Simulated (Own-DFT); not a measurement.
# Energy and forces against displacement in monoclinic HfO2, 96 atoms (Hf32O64)

Calculated results; nothing here was measured. They come from Own-DFT, an in-house plane-wave density functional program, since retired, whose code no person has reviewed. Each row is one single-point run on a periodic cell that was not relaxed, without spin or spin-orbit coupling.

Settings of every run: PBE; PseudoDojo norm-conserving scalar-relativistic files; cutoff 72 hartree; 2 x 2 x 2 k mesh centred on Gamma; Fermi-Dirac smearing of 0.1 eV.

Known limits, some of them of some rows only: some atoms lie very close together; hafnium file: forces about 75 meV/angstrom off all-electron values; oxygen file: force components 24 meV/angstrom off all-electron in a glass; forces on such cells passed a denser k mesh, each cell not checked; stress not checked against mesh or cutoff.

Cell vectors in Å: (10.234, 0.000, 0.000); (0.000, 10.350, 0.000); (-1.696, 0.000, 10.445). In each run every atom was moved at random and independently from its ideal site; u is the rms move along one axis. E is the free energy for each atom above the fitted value at u = 0, and F the rms of the force components.

```
run   u (Å)  E (meV/atom)  F (eV/Å)  largest force (eV/Å)  P (GPa)
  1  0.0195           9.6     0.455                  1.85     3.96
  2  0.0207           9.9     0.443                  1.77     3.99
  3  0.0514             ?         ?                     ?        ?
  4  0.0514          67.4     1.110                  3.82     6.00
  5  0.0796         142.6     1.570                  7.45     8.09
  6  0.0833         180.3     1.911                  7.84     8.25
  7  0.0841         169.0     2.063                 12.68     9.62
  8  0.1219         441.5     3.601                 22.46    17.84
  9  0.1591         619.5     3.848                 16.56    24.42
```

## Worked fit

For small independent moves the energy grows as E = (3/2) K u², with K the mean stiffness felt by one atom. The runs with u up to 0.11 Å give K = 16.3 ± 0.5 eV/Å², with residuals divided by u² + 0.0006 Å², since the noise grows with the moves. The scatter is 3.9 meV/atom at u = 0.05 Å. The forces follow F = G u with G = 22.3 eV/Å²; no force at u = 0 is resolved. G exceeds K because the moves of its neighbours add to the force on an atom, and stiffness differs between atoms. At u = 0.159 Å the parabola gives 617 meV/atom and the run 619. The pressure follows P = 3.76 + 728 u² GPa: at fixed volume, shortened bonds push harder than stretched ones pull.

## Withheld run

Question: what energy and rms force should run 3 give?

The fit gives 64 ± 5 meV/atom and about 1.15 eV/Å. The calculation gave 63.8 meV/atom and 1.036 eV/Å.
